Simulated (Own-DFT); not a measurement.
Simulation results for GaP (zincblende, strained, atoms displaced)

All values are calculated (Own-DFT development build). A calculation, not a measurement: plane-wave PBE density functional theory by an unreviewed code, no spin, of a simulated periodic cell, stress positive in tension, free energy of the whole cell less one offset for each atom, forces on such cells passed a denser k mesh, this cell's mesh not checked; offsets are fitted by least squares, one for each functional and potential file, so energies compare only between cells with the same atoms and settings and are not formation energies; the far tail of each file's local potential was reset to the Coulomb form; each entry is a single point on an unrelaxed cell, so the pressure reflects the starting lattice, mostly measured values (interpolated for alloys), from which strain is counted, and rises with the displacements; printed positions are rounded, which can move forces by about a meV/angstrom; the program, named Own-DFT, is a retired in-house code; no spin-orbit coupling.

Entry: GaP (zincblende, strained, atoms displaced)

```
cell vectors (Å)
  10.8620     0.0000     0.0000
   0.0000    10.8620     0.0000
   0.0000     0.0000    10.9361
atoms (fractions of the cell vectors)
Ga  0.00144  0.00287  0.00241
Ga  0.00682  0.24768  0.24853
Ga  0.24830  0.99087  0.24707
Ga  0.25189  0.25096  0.99734
P   0.11680  0.13583  0.11749
P   0.12690  0.37569  0.37796
P   0.37790  0.12361  0.37380
P   0.38016  0.37609  0.13021
Ga  0.98883  0.00668  0.49135
Ga  0.99778  0.24772  0.74266
Ga  0.25408  0.99571  0.76011
Ga  0.25625  0.25176  0.50252
P   0.12613  0.12616  0.62727
P   0.11914  0.37726  0.87232
P   0.37269  0.12395  0.87466
P   0.36790  0.36888  0.62834
Ga  0.99966  0.49300  0.99760
Ga  0.00512  0.74751  0.25073
Ga  0.25263  0.49504  0.24514
Ga  0.24913  0.74577  0.00029
P   0.12167  0.62786  0.12119
P   0.12775  0.87418  0.37672
P   0.37384  0.62474  0.37371
P   0.37868  0.87117  0.12363
Ga  0.99488  0.49355  0.49947
Ga  0.99789  0.75226  0.75331
Ga  0.25497  0.49212  0.74622
Ga  0.25288  0.75068  0.50079
P   0.12155  0.62520  0.62071
P   0.12375  0.87022  0.87539
P   0.36920  0.62799  0.88101
P   0.38029  0.87632  0.62591
Ga  0.49835  0.00128  0.00006
Ga  0.50447  0.24595  0.25382
Ga  0.75374  0.99254  0.25056
Ga  0.75108  0.25783  0.00090
P   0.62870  0.12102  0.12236
P   0.63217  0.37790  0.38646
P   0.86482  0.12287  0.36899
P   0.87504  0.38335  0.12873
Ga  0.50267  0.99660  0.50260
Ga  0.49509  0.24281  0.74324
Ga  0.75238  0.99959  0.75236
Ga  0.75206  0.23724  0.50214
P   0.62651  0.11712  0.62198
P   0.62653  0.38023  0.88154
P   0.86990  0.12533  0.87382
P   0.87812  0.36814  0.62381
Ga  0.50094  0.49916  0.99869
Ga  0.50244  0.75380  0.25987
Ga  0.75019  0.49616  0.25056
Ga  0.75321  0.74890  0.00247
P   0.62496  0.61977  0.11538
P   0.62628  0.87682  0.37183
P   0.87430  0.63065  0.37284
P   0.87280  0.87668  0.12077
Ga  0.49619  0.49672  0.50036
Ga  0.50007  0.74911  0.74794
Ga  0.74965  0.49782  0.74855
Ga  0.75161  0.74935  0.49871
P   0.63473  0.62895  0.62311
P   0.62156  0.87430  0.87798
P   0.86873  0.62607  0.87366
P   0.87202  0.87152  0.62102
```

Settings of this run: functional PBE, potential files PseudoDojo norm-conserving, scalar-relativistic, standard set, wave cutoff 42 hartree, occupations Fermi-Dirac, smearing width 0.1 eV, hardware one NVIDIA H100 and k mesh 3 x 3 x 3 centred on Gamma.

The calculation gives: free energy of cell above offsets -33.738 eV; pressure 3.45 GPa; stress xx -3.62 GPa; stress yy -3.56 GPa; stress zz -3.16 GPa; stress yz -0.67 GPa; stress xz 0.75 GPa; stress xy -0.12 GPa; wall time 523 s.

Force:
```tsv
element	x (eV/Å)	y (eV/Å)	z (eV/Å)
Ga	-0.461	-0.192	-0.749
Ga	-1.121	0.896	0.694
Ga	0.053	1.015	-0.289
Ga	-0.144	0.741	0.086
P	1.507	-1.393	0.369
P	0.109	-0.299	-0.329
P	-0.426	-0.359	0.214
P	0.078	-0.742	-0.757
Ga	1.058	-0.625	0.895
Ga	0.319	-0.289	1.07
Ga	-0.69	-0.075	-1.062
Ga	-0.955	-0.946	-0.752
P	0.187	-0.792	-0.538
P	0.758	-0.737	-0.309
P	0.427	0.214	0.371
P	1.629	0.503	-0.407
Ga	-0.345	1.264	0.038
Ga	-0.399	0.589	-0.152
Ga	-0.688	0.805	0.302
Ga	-0.265	0.717	0.431
P	0.308	-1.023	0.223
P	-0.625	0.283	0.058
P	0.027	-0.213	0.134
P	-0.315	0.064	0.084
Ga	0.19	0.86	-0.275
Ga	-0.146	-0.569	-0.631
Ga	-1.22	1.506	0.828
Ga	-0.141	-0.123	0.237
P	0.312	-0.269	0.507
P	0.106	0.588	0.502
P	0.886	-1.032	-1.361
P	-0.687	-0.226	0.112
Ga	0.174	-0.091	0.047
Ga	0.563	0.338	-0.013
Ga	-0.66	0.289	-0.817
Ga	0.155	-0.568	0.34
P	-0.004	0.461	0.334
P	-0.432	-0.801	-0.727
P	1.12	0.597	-0.441
P	0.499	-1.321	-0.078
Ga	-0.264	0.173	-0.743
Ga	0.927	0.344	0.676
Ga	-0.439	-0.663	-0.085
Ga	-0.251	1.062	0.168
P	-0.121	0.404	0.71
P	-0.547	-0.902	-1.512
P	0.676	0.405	0.201
P	-1.016	0.354	-0.135
Ga	-0.791	0.271	0.02
Ga	-0.039	-0.96	-1.323
Ga	-0.492	1.036	0.242
Ga	-0.68	0.072	-0.385
P	0.114	0.752	1.724
P	0.243	-0.136	0.905
P	0.111	-0.908	-0.027
P	0.955	-0.425	0.582
Ga	0.268	0.522	0.499
Ga	0.271	-0.277	0.462
Ga	0.149	-0.061	-0.077
Ga	-0.117	0.329	-0.487
P	-1.46	-0.843	0.197
P	0.386	-0.021	-0.257
P	0.877	-0.354	0.038
P	0.496	0.78	0.417
```
